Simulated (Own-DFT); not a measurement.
# Which defects push the lattice out? C40 NbSi2

No measurement is shown. These are fixed-geometry runs of a retired plane-wave code named Own-DFT, which no person has reviewed; spin and spin-orbit coupling are neglected.

Common settings: PBE; PseudoDojo norm-conserving scalar-relativistic files; cutoff 42 hartree; 4 x 4 x 5 k mesh centred on Gamma; cold (Marzari-Vanderbilt) smearing of 0.2 eV.

Known weak points: forces on such cells failed a check on a denser k mesh; stress not checked against mesh or cutoff.

All runs share one cell, with vectors in Å (0.000, 8.324, 0.000); (-9.613, 0.000, 0.000); (0.000, 0.000, 6.586) and a volume of 527.0 Å³. u is the rms random offset of the atoms per axis. The defect's site can differ from row to row.

| cell | formula | u (Å) | P (GPa) |
|---|---|---|---|
| no defect | Nb12Si24 | 0.0199 | 1.53 |
| no defect | Nb12Si24 | 0.0208 | 1.50 |
| no defect | Nb12Si24 | 0.0545 | 2.88 |
| two Si on a Nb site each | Nb10Si26 | 0.0282 | 1.53 |
| two Si on a Nb site each | Nb10Si26 | 0.0313 | 1.83 |
| two Si on a Nb site each | Nb10Si26 | 0.0469 | 2.55 |
| two Si on a Nb site each | Nb10Si26 | 0.0518 | ? |
| one Si vacancy | Nb12Si23 | 0.0286 | 1.01 |
| one Si vacancy | Nb12Si23 | 0.0465 | 1.51 |
| one Si vacancy | Nb12Si23 | 0.0529 | 1.81 |
| two Nb vacancies | Nb10Si24 | 0.0287 | -0.23 |
| two Nb vacancies | Nb10Si24 | 0.0499 | 0.73 |
| two Nb vacancies | Nb10Si24 | 0.0544 | 0.89 |
| two Nb on a Si site each | Nb14Si22 | 0.0265 | 7.50 |
| two Nb on a Si site each | Nb14Si22 | 0.0432 | 8.05 |
| two Nb on a Si site each | Nb14Si22 | 0.0543 | 9.22 |

## Working it out

P = P0 + c u² + a shift for each defect gives P0 = 1.24 GPa, c = 574 ± 49 GPa/Å² and a scatter of 0.17 GPa. The shifts, and each times the cell's volume:

- two Nb on a Si site each: 5.96 ± 0.14 GPa, 19.6 eV (9.8 eV for each of its 2 sites)
- two Si on a Nb site each: -0.03 ± 0.14 GPa, -0.1 eV (-0.1 eV for each of its 2 sites) (not resolved)
- one Si vacancy: -0.91 ± 0.14 GPa, -3.0 eV
- two Nb vacancies: -1.98 ± 0.15 GPa, -6.5 eV (-3.3 eV for each of its 2 sites)

A positive shift means that the defect pushes the cell outwards. Shift times volume (160.2 GPa Å³ is 1 eV) depends little on the cell's size, so, taken for each site, it can be compared between cells at like pressure. The atoms around the defects weren't relaxed, which would change these numbers.

## The run left out

The question: what pressure belongs in the blank (two Si on a Nb site each, u = 0.0518 Å)?

Estimate: 2.75 ± 0.21 GPa. The calculation gave 2.73 GPa.
